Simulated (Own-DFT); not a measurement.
# How strain changes the stress of wurtzite GaN, 96 atoms (Ga48N48)

Calculated results; nothing here was measured. The program, named Own-DFT, is a retired in-house plane-wave density functional code that no person has reviewed. Each row is one single-point run on a periodic cell that was not relaxed, without spin or spin-orbit coupling.

Settings of every run: PBE; PseudoDojo norm-conserving scalar-relativistic files; cutoff 42 hartree; 3 x 4 x 3 k mesh centred on Gamma; Fermi-Dirac smearing of 0.1 eV.

Known limits: forces on such cells passed a denser k mesh, each cell not checked; stress not checked against mesh or cutoff.

Unstrained cell vectors in Å: (12.756, 0.000, 0.000); (-4.784, 8.285, 0.000); (0.000, 0.000, 10.370). The unstrained cell has measured lattice constants (interpolated for alloys), not those of this functional. That, the random moves and any unrelaxed bonds set the pressure at no strain. Each run strains this cell uniformly, with the atoms carried along. Every atom was also moved at random, by a Gaussian of width 0.05 Å on each axis. Strain is the symmetric tensor, in per cent. Stress is positive in tension, and the pressure is minus a third of its trace.

```
run  e_xx (%)  e_yy (%)  e_zz (%)  e_yz (%)  e_xz (%)  e_xy (%)  s_xx (GPa)  s_yy (GPa)  s_zz (GPa)  s_yz (GPa)  s_xz (GPa)  s_xy (GPa)  P (GPa)  E (meV/atom)
  1     -1.25      0.43     -1.85     -0.73      0.52      1.09      -14.27       -7.55      -18.32       -1.86        1.27        3.99    13.38          28.9
  2      0.07      0.69     -0.22     -0.73     -1.03      0.08       -6.74       -5.45       -8.29       -1.67       -1.79       -0.08     6.83          11.6
  3      0.79     -0.10      0.30      1.41     -1.17     -0.28       -5.26       -6.05       -5.64        2.48       -2.34       -0.93     5.65           4.3
  4     -0.80      0.00     -1.91     -1.41      0.55      1.04      -14.74      -10.83      -15.90       -3.42        1.69        4.40    13.82          40.7
  5      1.54     -0.52      0.24      0.42      1.47      0.41       -0.81       -8.55       -5.76        1.14        3.23        0.84     5.04           0.4
  6      1.08     -1.73     -1.42      1.55      0.54      1.38       -8.23      -15.08      -13.82        3.23        1.11        4.41    12.38          42.8
  7     -1.32     -0.08      1.43      0.76      0.91     -1.46      -13.20       -8.78       -2.37        1.66        2.27       -4.48     8.11          20.7
  8     -0.41      1.16      0.01      1.08      1.33     -1.19       -7.14       -5.42       -6.36        2.88        2.64       -4.56     6.31          13.9
  9     -1.29      0.08      0.60     -1.71     -0.92     -0.48      -11.62       -9.62       -6.17       -4.30       -1.71       -1.73     9.14          23.6
 10      0.13      0.77     -1.66     -1.08      2.00      1.88       -7.82       -4.35      -16.59       -2.32        5.06        5.21     9.58          28.1
 11      0.41      1.97     -0.75      0.13      0.73      0.71       -5.77        0.27       -8.93        0.71        2.27        1.47     4.81           9.7
 12      1.73     -0.02      1.08      1.71      0.07     -0.44        0.33       -4.31       -3.14        3.42        0.08       -2.13     2.37           0.6
 13      0.18      0.83      1.95     -0.72      0.96     -1.98       -4.29       -3.39        1.45       -1.47        2.21       -4.85     2.08           0.0
 14      0.36     -0.36      0.58      1.46     -0.73     -0.49       -6.46       -9.01       -4.09        2.59       -1.77       -1.19     6.52          10.2
 15      1.95      0.78      1.98      0.83     -1.40      0.03        2.97       -1.61        0.67        1.79       -2.91        0.29    -0.68           1.1
 16      0.99      0.99     -0.97      0.00      1.74     -0.88       -3.31       -2.29      -13.66        0.59        4.60       -3.33     6.42          20.9
 17     -1.31     -0.77     -0.85     -1.75      1.11      1.86      -16.64      -14.47      -13.19       -4.49        2.64        7.56    14.77          55.2
 18     -1.44     -1.93      1.87      1.57     -1.06      1.80           ?           ?           ?           ?           ?           ?        ?             ?
```

E is the free energy for each atom above the lowest run shown.

## Worked fit

Each stress component was fitted by least squares to a constant and the strains of the runs shown, as fractions, with shears doubled. Shear strains stay in the fit of a normal stress only where such slopes are resolved. The slopes, in GPa:

| stress | at no strain | per e_xx | per e_yy | per e_zz | scatter |
|---|---|---|---|---|---|
| s_xx | -8.2 | 425 ± 22 | 150 ± 27 | 111 ± 19 | 0.91 |
| s_yy | -8.1 | 147 ± 22 | 431 ± 27 | 42 ± 19 | 0.94 |
| s_zz | -8.0 | 38 ± 30 | 23 ± 36 | 457 ± 26 | 1.25 |

Each shear stress against twice its own strain: yz 111 ± 4, xz 109 ± 3, xy 159 ± 15 GPa. These are stiffnesses along x, y and z of the frame in which the cell vectors are given, which need not be the crystal's axes. The atoms are held to the strained lattice; where symmetry lets them move under strain, relaxing them would lower some slopes. The table should be nearly symmetric about its diagonal, and what it lacks of that shows the noise. A ninth of its sum, 203 ± 4 GPa, estimates the bulk modulus near the mean pressure of these runs, 7.4 GPa, so it lies above the value at zero pressure.

## Withheld run

Question: what normal stresses and pressure should run 18 give?

The fit gives s_xx = -15.1, s_yy = -17.7, s_zz = -0.4 and P = 11.1 GPa. The calculation gave -15.41, -17.99, -2.89 and P = 12.10 GPa.
